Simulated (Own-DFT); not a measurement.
Simulation results for Si₃N₄ (beta silicon nitride, strained, atoms displaced)

All values are calculated (Own-DFT development build). A calculation, not a measurement: plane-wave PBE density functional theory by an unreviewed code, no spin, of a simulated periodic cell, stress positive in tension, free energy of the whole cell less one offset for each atom, forces on such cells passed a denser k mesh, this cell's mesh not checked; offsets are fitted by least squares, one for each functional and potential file, so energies compare only between cells with the same atoms and settings and are not formation energies; the far tail of each file's local potential was reset to the Coulomb form; each entry is a single point on an unrelaxed cell, so the pressure reflects the starting lattice, mostly measured values (interpolated for alloys), from which strain is counted, and rises with the displacements; printed positions are rounded, which can move forces by about a meV/angstrom; the program, named Own-DFT, is a retired in-house code; no spin-orbit coupling.

```cif
# cell vector a (Å): 7.6296 -0.1194 0.0194
# cell vector b (Å): -3.9182 6.6921 -0.0832
# cell vector c (Å): 0.0223 -0.0973 8.7680
data_Si3N4
_symmetry_space_group_name_H-M 'P 1'
_symmetry_Int_Tables_number 1
_cell_length_a 7.6306
_cell_length_b 7.7552
_cell_length_c 8.7686
_cell_angle_alpha 91.237
_cell_angle_beta 89.699
_cell_angle_gamma 121.245
_cell_volume 443.52
loop_
_atom_site_label
_atom_site_type_symbol
_atom_site_fract_x
_atom_site_fract_y
_atom_site_fract_z
_atom_site_occupancy
Si1 Si 0.17009 0.76845 0.08245 1
Si2 Si 0.23416 0.40302 0.08134 1
Si3 Si 0.61151 0.83366 0.08830 1
Si4 Si 0.81107 0.22853 0.26495 1
Si5 Si 0.78628 0.60972 0.24455 1
Si6 Si 0.40656 0.17199 0.24600 1
N1 N 0.32855 0.02539 0.08335 1
N2 N 0.97236 0.29969 0.08606 1
N3 N 0.70732 0.67611 0.06715 1
N4 N 0.67741 0.96299 0.25716 1
N5 N 0.03642 0.71090 0.25168 1
N6 N 0.32060 0.33026 0.25306 1
N7 N 0.32634 0.65706 0.08760 1
N8 N 0.67133 0.33610 0.24304 1
Si7 Si 0.19332 0.78156 0.41640 1
Si8 Si 0.23977 0.40985 0.41330 1
Si9 Si 0.60165 0.83012 0.42221 1
Si10 Si 0.82089 0.22076 0.57209 1
Si11 Si 0.76694 0.59269 0.58429 1
Si12 Si 0.39770 0.16297 0.57789 1
N9 N 0.32358 0.02916 0.41525 1
N10 N 0.97278 0.29211 0.42325 1
N11 N 0.70006 0.67263 0.41408 1
N12 N 0.66601 0.95769 0.58096 1
N13 N 0.03399 0.70202 0.57473 1
N14 N 0.29412 0.32483 0.57911 1
N15 N 0.32959 0.66511 0.40808 1
N16 N 0.65990 0.33928 0.57579 1
Si13 Si 0.16913 0.76949 0.74809 1
Si14 Si 0.22252 0.40928 0.75191 1
Si15 Si 0.60391 0.82330 0.76052 1
Si16 Si 0.81387 0.22199 0.92094 1
Si17 Si 0.77637 0.61329 0.91564 1
Si18 Si 0.40952 0.17398 0.91026 1
N17 N 0.33645 0.03179 0.74344 1
N18 N 0.96116 0.29072 0.75205 1
N19 N 0.70605 0.67718 0.75896 1
N20 N 0.66681 0.97717 0.91756 1
N21 N 0.03298 0.70585 0.92454 1
N22 N 0.30787 0.34096 0.91041 1
N23 N 0.32421 0.66262 0.74430 1
N24 N 0.67777 0.33878 0.91621 1
_calc_functional 'PBE'
_calc_potential_files 'PseudoDojo norm-conserving, scalar-relativistic, standard set'
_calc_wave_cutoff 42  # hartree
_calc_occupations 'Fermi-Dirac'
_calc_smearing_width 0.1  # eV
_calc_k_mesh '3 x 3 x 3 centred on Gamma'
_calc_free_energy_of_cell_above_offsets '-3.748'  # eV
_calc_pressure 4.16  # GPa
_calc_stress_xx -2.95  # GPa
_calc_stress_yy -4.65  # GPa
_calc_stress_zz -4.88  # GPa
_calc_stress_yz -4.54  # GPa
_calc_stress_xz 0.87  # GPa
_calc_stress_xy -3.06  # GPa
```

Force:
| element | x (eV/Å) | y (eV/Å) | z (eV/Å) |
| --- | --- | --- | --- |
| Si | 3.006 | -0.593 | 1.523 |
| Si | 0.133 | -0.128 | 0.84 |
| Si | -2.769 | -1.783 | -1.225 |
| Si | 3.259 | 0.649 | -3.021 |
| Si | -2.621 | -2.06 | 0.555 |
| Si | 0.645 | 0.161 | 0.521 |
| N | 0.144 | 1.09 | -1.406 |
| N | -1.192 | -1.227 | 1.025 |
| N | -1.418 | 1.284 | 5.782 |
| N | -0.409 | 1.793 | -0.091 |
| N | 1.197 | 0.465 | -0.18 |
| N | -3.279 | 1.522 | -1.187 |
| N | 1.075 | 2.45 | -0.329 |
| N | -0.767 | 0.685 | 0.489 |
| Si | -1.55 | -3.201 | -0.519 |
| Si | 0.644 | -0.55 | 0.578 |
| Si | -0.271 | -3.689 | -2.469 |
| Si | -1.175 | 1.109 | 4.619 |
| Si | -0.217 | 0.808 | -1.342 |
| Si | -1.162 | 3.495 | 1.17 |
| N | 0.966 | 1.221 | -1.623 |
| N | -0.274 | 0.427 | -2.246 |
| N | 0.813 | -0.266 | 0.256 |
| N | -0.068 | 2.166 | 3.364 |
| N | -0.707 | -0.075 | 1.517 |
| N | 0.061 | 0.226 | 0.954 |
| N | 1.346 | 0.561 | 0.472 |
| N | 2.012 | -2.214 | 0.112 |
| Si | 1.205 | -0.468 | 0.159 |
| Si | 1.195 | -1.278 | -1.308 |
| Si | -3.28 | 0.063 | -2.304 |
| Si | 1.908 | 4.236 | -0.137 |
| Si | 3.034 | -4.503 | -1.542 |
| Si | -0.336 | 1.554 | 1.11 |
| N | -0.43 | -1.106 | 0.536 |
| N | -0.951 | -0.484 | -0.776 |
| N | 0.607 | -0.097 | -2.787 |
| N | 0.123 | -3.485 | 1.411 |
| N | -0.286 | 0.159 | -3.466 |
| N | 1.005 | -1.337 | 0.531 |
| N | 1.082 | 1.701 | 0.545 |
| N | -2.296 | 0.72 | -0.117 |
